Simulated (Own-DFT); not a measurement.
# Which defects push the lattice out? wurtzite GaN

Source: density functional calculations with Own-DFT, an unreviewed in-house program that is no longer used. Nothing was measured or relaxed, and spin and spin-orbit coupling are left out.

Settings: PBE; PseudoDojo norm-conserving scalar-relativistic files; cutoff 42 hartree; 4 x 4 x 3 k mesh centred on Gamma; Fermi-Dirac smearing of 0.1 eV.

Caveats (not all hold for every row): not probed for a lower state with spin; forces not confirmed at this smearing and k mesh; stress not checked against mesh or cutoff.

All runs share one cell, with vectors in Å (9.567, 0.000, 0.000); (-4.784, 8.285, 0.000); (0.000, 0.000, 10.370) and a volume of 822.0 Å³. The atoms are randomly displaced, by u rms on each axis. The defect's site can differ from row to row.

| cell | formula | u (Å) | P (GPa) |
|---|---|---|---|
| no defect | Ga36N36 | 0.0192 | 5.91 |
| no defect | Ga36N36 | 0.0497 | 7.63 |
| no defect | Ga36N36 | 0.0506 | 7.58 |
| one N on a Ga site | Ga35N37 | 0.0282 | 5.48 |
| one N on a Ga site | Ga35N37 | 0.0291 | 5.43 |
| one N on a Ga site | Ga35N37 | 0.0492 | 6.38 |
| one N on a Ga site | Ga35N37 | 0.0499 | ? |
| one Ga on an N site | Ga37N35 | 0.0259 | 11.68 |
| one Ga on an N site | Ga37N35 | 0.0312 | 12.04 |
| one Ga on an N site | Ga37N35 | 0.0487 | 13.43 |

## Analysis

P = P0 + c u² + a shift for each defect gives P0 = 5.62 GPa, c = 791 ± 73 GPa/Å² and a scatter of 0.19 GPa. The shifts, and each times the cell's volume:

- one Ga on an N site: 5.71 ± 0.16 GPa, 29.3 eV
- one N on a Ga site: -0.93 ± 0.16 GPa, -4.8 eV

Positive is outwards. The product with the volume (160.2 GPa Å³ to the eV) is nearly free of the cell's size; divided by the bulk modulus at the cell's pressure it gives the volume that the defect adds. The atoms around the defects weren't relaxed, which would change these numbers.

## Test on the hidden row

Asked: what pressure belongs in the blank (one N on a Ga site, u = 0.0499 Å)?

From the fit: 6.66 ± 0.23 GPa. The calculation gave 6.94 GPa.
